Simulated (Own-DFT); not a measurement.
Simulation results for Si3N4 (beta silicon nitride, atoms displaced)

All values are calculated (Own-DFT development build). A calculation, not a measurement: plane-wave PBE density functional theory by an unreviewed code, no spin, of a simulated periodic cell, stress positive in tension, free energy of the whole cell less one offset for each atom, some atoms lie very close together; forces on such cells moved up to 12 meV/angstrom on a denser k mesh; offsets are fitted by least squares, one for each functional and potential file, so energies compare only between cells with the same atoms and settings and are not formation energies; the far tail of each file's local potential was reset to the Coulomb form; each entry is a single point on an unrelaxed cell, so the pressure reflects the starting lattice, mostly measured values (interpolated for alloys), from which strain is counted, and rises with the displacements; printed positions are rounded, which can move forces by about a meV/angstrom; the program, named Own-DFT, is a retired in-house code; no spin-orbit coupling; before rounding, a Quantum ESPRESSO 7.3.1 run of the same cell and cutoff gave forces within 1 meV/angstrom rms on each cell, which checks the program and not the settings.

Settings shared by all entries: functional PBE; potential files PseudoDojo norm-conserving, scalar-relativistic, standard set; wave cutoff 42 hartree; occupations Fermi-Dirac; smearing width 0.1 eV; k mesh 2 x 2 x 4 centred on Gamma.

(1) 
```xyz
112
Lattice="15.2120 0.0000 0.0000 -7.6060 13.1740 0.0000 0.0000 0.0000 5.8180" Properties=species:S:1:pos:R:3:force_x:R:1:force_y:R:1:force_z:R:1 formula=Si3N4 free_energy_of_cell_above_offsets=124.175 pressure=37.82 stress_xx=-43.07 stress_yy=-25.59 stress_zz=-44.8 stress_yz=1.41 stress_xz=-10.26 stress_xy=-10.85
Si    -1.7630     4.7585     0.8603      6.923      3.861     -7.069
Si     0.4206     2.6902     0.9625     -9.141      7.999     -16.71
Si     1.4611     5.6276     0.6656      0.794      -17.1      15.64
Si     5.4552     1.2526     2.3801     -3.821      5.912     -1.253
Si     3.6429     3.9648     2.1760     -6.166     -1.274       4.32
Si     2.1613     0.8930     1.9352     -3.859      11.72       20.2
N      2.7452     0.3028     0.8263      5.723     -9.748     -14.64
N      6.1687     1.7605     0.4054      38.58       8.86       35.3
N      2.7763     4.3692     0.9752     -3.982      3.642      -9.52
N      1.2787     5.9729     2.1935      0.098      9.771      1.837
N     -2.0843     4.7046     2.2998     -12.12     -7.482     -3.293
N      1.0548     2.3180     2.1919      7.031     -7.621      6.105
N     -0.0157     4.3469     0.4386      1.312     -1.324       3.39
N      3.7151     2.4219     2.4366      2.147     -11.58     -1.366
Si    -1.5615     5.2895     3.4916      2.945      -5.28      12.79
Si     0.4756     2.6708     3.5997     -5.775      3.128      7.018
Si     1.0232     5.3413     3.6501       9.68      1.371      3.439
Si     5.2318     1.5797     5.4670     -36.93     -8.681     -34.48
Si     3.6333     3.9752     5.1174      0.764      2.029      0.871
Si     2.3551     1.0008     5.2228      0.874      5.555     -8.153
N      2.3755     0.1426     3.3907     -0.528     -0.253       5.48
N      6.3064     1.9494     3.5602     -4.857     -3.027      0.283
N      2.7422     4.2217     3.6047     -3.257      3.279      3.465
N      1.3581     6.2394     5.2636     -1.632      12.77     -21.34
N     -2.0745     4.7916     5.1344     -7.531     -3.214     -5.947
N      0.7458     1.9706     5.1620      4.141     -1.947      1.448
N     -0.1234     4.3846     3.5405     -2.084     -7.778        0.3
N      3.7210     2.3167     5.1337     -0.794     -5.102      1.252
Si    -5.3122    11.7651     0.6867      0.305     -4.423      4.959
Si    -3.8175     9.1738     0.7752      8.435      2.669      0.354
Si    -2.4284    12.2192     0.7344      0.365     -5.591     -6.511
Si     1.4624     7.9887     2.2275      0.624       0.79     -3.083
Si    -0.2830    10.6047     1.9429      2.171     -6.051       11.6
Si    -1.1078     7.8259     2.2032     -34.02      -34.9      0.954
N     -1.6589     6.8938     0.9433      2.245     -1.424     -4.131
N      2.4180     8.6422     0.7038     -2.062     -0.815      1.176
N     -0.8629    11.0121     0.6457     -5.636      4.653     -3.354
N     -2.3505    12.7531     2.2523      3.092      12.02     -11.61
N     -6.4851    11.3609     2.1231      3.261      0.265      1.169
N     -2.5528     8.8220     2.3001     -6.474      2.402      -0.17
N     -3.6339    11.0250     0.6021     -4.431     -1.065      2.314
N     -0.3182     8.7726     2.2238      35.24      35.14      -0.02
Si    -5.4080    11.5935     3.8543      1.256      1.527     -8.445
Si    -3.5257     9.1483     3.8443     -7.525       4.38      -17.2
Si    -2.5014    11.9010     3.3521      2.325     -9.791      19.25
Si     1.1952     7.9968     4.9286      11.17     -1.118      1.332
Si    -0.2121    10.8022     5.0180         27     -4.715      29.57
Si    -1.2038     7.7766     5.2766     -16.94     -10.09      1.441
N     -1.4397     6.7533     3.6625      3.349      12.03      2.113
N      2.2452     8.6598     3.5580      0.943     -0.905      1.712
N     -0.9923    10.8702     4.0637     -27.89       5.59     -39.83
N     -2.5134    12.8107     4.9945      0.677      5.437      0.725
N     -6.2116    11.3073     5.2059     -3.445     -0.512      0.409
N     -2.7305     8.9989     4.9743      9.083     -5.363      18.06
N     -3.7658    11.1140     3.7801     -5.781     -5.989     -0.708
N     -0.1373     8.6961     5.0574       7.07      12.04      -0.87
Si     6.0583     5.2469     1.2186      -0.41     -0.852     -10.26
Si     7.7054     2.7702     0.8185      0.488     -1.915     -3.997
Si     8.7626     5.2689     0.8102      45.45      27.47     -3.899
Si    13.2237     1.3042     2.1681     -5.724      1.538      3.603
Si    11.1249     3.9514     2.3055      1.461      2.025      -6.26
Si     9.6919     1.1295     2.2992      14.72     -5.918     -2.227
N     10.2025     0.2112     0.6263     -2.839     -6.368      9.746
N     13.6041     1.9076     0.7458      8.516      3.967      7.465
N     10.4764     4.4387     0.7281      -1.37      0.374     -0.139
N      9.2423     6.4637     2.1020     -1.772     -4.774      2.195
N      5.1018     4.3571     2.1683      10.12      3.902      2.909
N      8.5381     1.9590     2.1251     -12.47      10.06     -1.265
N      7.6766     4.6823     0.8245     -40.78     -26.21      2.871
N     11.4865     2.4343     2.1149      0.058     -6.907      1.899
Si     6.0341     5.2447     3.4503     -1.771     -4.533      7.949
Si     7.5832     2.7959     3.7205      3.108     -1.893     -1.353
Si     8.9511     5.0484     3.4670      -0.08      15.16      0.297
Si    12.9853     1.5259     5.2950     -6.698     -4.742     -12.04
Si    11.2832     3.8499     4.7541      2.353     -2.349      9.697
Si    10.0326     1.0231     5.1799     -8.916      -0.07     -7.203
N      9.9543     0.1242     3.5923     -0.121      2.182      2.112
N     13.6423     1.7525     3.7048      3.541      1.208     -0.122
N     10.3340     4.4890     3.6634      5.138     -1.959       -1.2
N      8.9077     6.4290     5.1275      0.332     -1.961     -0.811
N      5.2870     4.6218     5.2555     -0.711     -0.321     -2.029
N      8.4160     2.3467     4.9936      3.812     -2.202      5.822
N      7.6188     4.4121     3.7858     -7.607     -1.218     -1.323
N     11.0786     2.0544     5.2029      11.81      9.994     -1.726
Si     2.1035    11.5388     0.8553      2.273      3.188     -1.646
Si     3.9846     9.4276     0.9020     -0.806     -0.807     -4.936
Si     4.9665    12.0230     0.8069       36.4      21.88     -3.145
Si     9.3791     8.1366     2.4051      -5.34     -3.743     -5.986
Si     7.1100    10.4266     2.3472      11.87      -5.67     -16.39
Si     6.0853     7.9956     1.9189       24.7     -13.49     -1.825
N      5.9388     6.7534     0.6032      0.285      5.618      0.824
N      9.9755     8.3996     0.7732      2.309      2.131      2.384
N      6.6603    10.9558     0.6948     -8.958      3.918      12.32
N      5.1428    12.7491     2.1028      2.401          9      4.656
N      1.1883    11.2448     2.2963      3.545      0.887     -0.352
N      4.8437     8.5116     2.1339     -22.45       13.1      5.018
N      3.9913    11.2906     0.6158     -39.57     -33.29     -4.469
N      7.7467     8.7070     1.9460     -4.244      2.303      3.365
Si     2.3276    11.6784     3.8386     -4.547      2.657     -6.214
Si     3.9668     9.3214     3.5626     -0.914      -1.05      2.485
Si     5.1277    12.0893     3.5324      1.292     -1.206      6.752
Si     9.2589     8.1639     5.1486       -5.4      -5.36      0.677
Si     7.2079    10.6384     5.2176      7.737     -5.468     -10.18
Si     6.1236     7.9082     4.9966      5.067     -4.465      0.776
N      6.2805     6.8110     3.5852     -1.117      5.472     -1.326
N      9.9797     8.6525     3.7612      4.178      2.801      1.528
N      6.6190    10.9991     3.5540     -8.006      6.143      14.26
N      5.1689    12.8646     5.1485      0.708      1.936     -2.123
N      1.4863    11.2288     5.0286     -4.097     -2.758      7.582
N      4.8375     8.9250     5.1149     -3.487      2.242     -1.201
N      3.6893    11.1155     3.4121      6.853       -6.2     -0.808
N      7.6672     8.8281     5.3352     -3.269      1.851     -3.305
```

Units: free_energy_of_cell_above_offsets in eV; pressure, stress_xx, stress_yy, stress_zz, stress_yz, stress_xz, stress_xy in GPa; force_x, force_y, force_z in eV/Å.

(2) 
```xyz
112
Lattice="15.2120 0.0000 0.0000 -7.6060 13.1740 0.0000 0.0000 0.0000 5.8180" Properties=species:S:1:pos:R:3:force_x:R:1:force_y:R:1:force_z:R:1 formula=Si3N4 free_energy_of_cell_above_offsets=97.557 pressure=30.96 stress_xx=-36.93 stress_yy=-32.1 stress_zz=-23.84 stress_yz=2.27 stress_xz=-9.09 stress_xy=-3.11
Si    -1.6528     4.9582     0.6935      7.398     -1.017      14.17
Si     0.2179     2.4777     0.7274      23.04      6.838      1.131
Si     1.1837     5.4900     0.5538      4.224     -3.758      7.421
Si     5.2953     1.4453     2.1964      8.047     -3.867      4.346
Si     3.6131     4.0681     2.2118     -2.461     -3.117     -4.567
Si     2.4629     1.0466     2.0124     -0.357      2.169      1.413
N      2.4721     0.0180     0.5028     -2.127      2.875      2.677
N      6.3316     1.7954     0.9779      1.266      2.275     -4.027
N      2.9350     4.3582     0.5879     -3.707      2.204      2.278
N      1.5654     6.4195     2.2153     -1.432      0.184     -1.732
N     -2.6001     4.7120     2.2477      4.433      0.312      0.272
N      1.0732     2.4587     2.4993       4.78     -6.526     -11.68
N      0.1897     4.1563     0.8795     -3.902      5.177     -2.675
N      3.9504     2.1510     2.0549     -9.004      3.299      1.054
Si    -1.7453     5.0306     3.8824      5.705      3.685     -11.51
Si     0.1218     2.8342     3.6811      10.73     -16.85      3.144
Si     1.3762     5.4332     3.7375     -1.613     -1.611     -7.127
Si     5.2278     1.4881     5.3207      12.37     -1.679     -0.919
Si     3.6479     3.8202     4.9870     -1.943     -0.334      1.979
Si     2.4687     1.2357     4.9474     -2.619     -0.581       3.31
N      2.4178     0.3453     3.6338     -0.546     -5.233      -4.46
N      6.3383     2.3407     3.7842     -8.644     -5.017      0.474
N      2.7986     4.5113     3.6276      1.095     -0.968      0.584
N      1.3209     6.5270     5.0387     -8.369     -31.61     -2.116
N     -2.3067     4.6594     5.2597     -10.47     -5.319     -6.403
N      1.0788     2.2489     4.7478      2.784     -2.815      10.59
N     -0.0347     4.1450     3.4218      -3.19      31.97     -0.344
N      3.8468     2.0816     5.2557      -6.66      5.123     -2.007
Si    -5.5849    11.3381     0.6252      6.154      8.592      17.87
Si    -3.8444     9.3231     1.0370      16.72      7.151     -1.028
Si    -2.5335    11.8289     0.7698      -7.96      7.694     -1.992
Si     1.3756     8.3857     2.3058      37.88     -7.518      6.122
Si    -0.0694    10.3713     2.0465     -5.907      4.137      0.998
Si    -1.1519     7.7417     1.7455     -10.98     -1.627      7.797
N     -1.3137     6.5436     0.7636      1.259      0.748     -4.199
N      2.6148     8.7775     0.6060     -14.04     -7.947     -0.937
N     -1.1883    11.3448     1.0782      14.86     -9.479     -1.894
N     -2.1353    12.7221     2.2617     -3.577      6.518     -0.477
N     -6.0328    11.0430     2.5832     -8.529      -6.06     -15.64
N     -2.5342     8.8060     2.2789     -2.466          0     -4.336
N     -3.9776    11.0959     0.5973      2.136     -4.924      2.581
N      0.0970     8.4590     2.1229     -24.13      10.77     -3.574
Si    -5.5656    11.7484     3.7692      8.896      6.943      5.365
Si    -3.6324     9.2096     3.5205      1.411      2.868       4.61
Si    -2.3960    12.0206     3.7336     -5.135      0.109      -0.52
Si     1.6629     7.7698     5.1859      9.461      37.95      2.244
Si    -0.2857    10.6136     4.9315     -3.075     -3.458      2.667
Si    -1.1206     7.5216     5.1496     -3.975      5.214     -6.931
N     -1.5270     6.8596     3.4695      1.517     -3.305      3.216
N      2.3702     8.5307     3.8224      1.121      1.552     -4.347
N     -1.2596    10.8901     3.6149      6.282     -3.697     -0.047
N     -2.3833    12.9706     5.1129     -0.043     -0.841      1.721
N     -6.0025    11.0551     5.1436      -12.8     -5.744     -12.66
N     -2.8535     8.8291     4.9649      2.207     -1.988      4.581
N     -3.9830    11.0103     3.7416      4.124     -0.591     -1.192
N      0.1732     8.8479     5.0035     -2.557     -3.449      2.194
Si     6.1412     5.1596     0.8202       -3.9     -8.851      -5.81
Si     7.7494     3.0467     0.9340      6.477     -43.05      8.108
Si     9.0405     5.3756     0.6408       0.46      0.552      2.084
Si    13.1507     1.8322     2.2387      0.723     -3.485      1.131
Si    11.2725     3.8647     2.0285      2.276     -6.925      12.23
Si     9.9336     0.9638     2.2828      0.016      4.371     -12.05
N     10.0712     0.0468     0.7056     -0.537      5.379      0.561
N     -1.1121     2.0890     0.7017     -20.74     -6.775      1.777
N     10.5404     4.3879     0.8882     -8.759      4.641     -12.57
N      9.0309     6.3539     2.1584     -0.194      -1.38     -1.793
N      5.2176     4.4731     1.9568      1.452      1.398      4.499
N      8.5765     2.3303     2.2962      8.504     -3.794     -9.687
N      7.4996     4.2131     0.5087     -3.785       37.8     -10.53
N     11.5381     1.8505     2.2898     -3.274      5.731     -1.837
Si     5.9664     5.0009     3.4658     -2.702     -0.493      4.987
Si     7.8046     2.7418     3.4689     -1.862      0.789      13.31
Si     8.6299     5.3370     3.5793      20.01      15.46       1.28
Si    13.0692     1.8211     5.2202     -1.234     -4.649     -3.612
Si    11.0118     4.0231     4.9737      8.385     -6.701         14
Si    10.1147     1.3757     4.8080     -2.658     -2.623      6.689
N     10.2221     0.2992     3.6026     -0.934     -8.593      5.226
N     -1.2724     2.4093     3.6943     -15.73     -8.122      0.917
N     10.3456     4.4478     3.8078     -7.852      4.619     -14.69
N      9.0334     6.3037     5.0312     -0.454      0.351      1.088
N      5.0598     4.5552     5.0245      6.586      2.796     -1.371
N      8.6884     2.1332     5.1259      -1.51      3.037     -0.785
N      7.5917     4.4555     3.4923     -14.39     -12.22      -1.87
N     11.4471     2.2476     5.0289      2.942      4.392       1.22
Si     2.1886    11.6360     0.6260      0.835     -1.518      1.131
Si     3.9116     9.3067     0.9733      9.847      1.566      0.548
Si     5.1233    12.0586     0.9659       0.82     -5.323     -9.661
Si     9.3409     8.0940     2.1073     -3.263     -0.787      1.919
Si     7.5329    10.3529     2.2612     -0.534      0.774     -1.805
Si     6.1599     7.6939     2.1782      5.665      -4.28      1.959
N      6.0291     6.6379     0.6663      0.569      11.46      1.218
N     10.1910     8.6779     0.5064     -13.09     -7.794      0.554
N      6.5675    11.0196     0.8301      2.634     -1.634     -0.755
N      5.0856    12.8279     2.2235      1.966      6.925      9.764
N      1.2930    11.4050     2.1284      0.584      -2.02      1.625
N      4.8813     8.5661     2.1903     -4.914      4.561     -0.826
N      3.7964    10.9047     0.9752     -0.386       2.65     -1.887
N      7.6403     8.6151     2.2442      0.983      0.633     -2.116
Si     2.2343    11.6125     3.6155     -0.927      0.055      0.782
Si     4.2773     9.3459     3.6600      -13.1      5.334     -18.95
Si     5.0811    11.7976     3.5939      6.533      7.078      3.001
Si     9.2617     8.0249     5.1127     -3.217      1.111     -3.651
Si     7.3227    10.4018     5.0461      0.551      7.356      4.717
Si     5.9676     7.7868     5.1635      5.369     -2.408     -1.835
N      6.2481     6.7156     3.8235     -0.173     -0.505     -4.333
N      9.9360     8.6280     3.6504       0.58     -1.775     -2.156
N      6.6369    10.7520     3.6048     -4.497      3.933     -0.185
N      5.0074    12.8638     5.3011        1.5      1.748     -4.027
N      1.2723    11.0037     5.1348      5.289      4.053     -2.417
N      4.7873     8.7256     4.7148      7.899     -9.353      23.45
N      3.8303    10.8735     3.4626     -5.489      0.416      1.203
N      7.4219     8.8971     4.9150      2.993     -11.34      2.759
```

Units: free_energy_of_cell_above_offsets in eV; pressure, stress_xx, stress_yy, stress_zz, stress_yz, stress_xz, stress_xy in GPa; force_x, force_y, force_z in eV/Å.
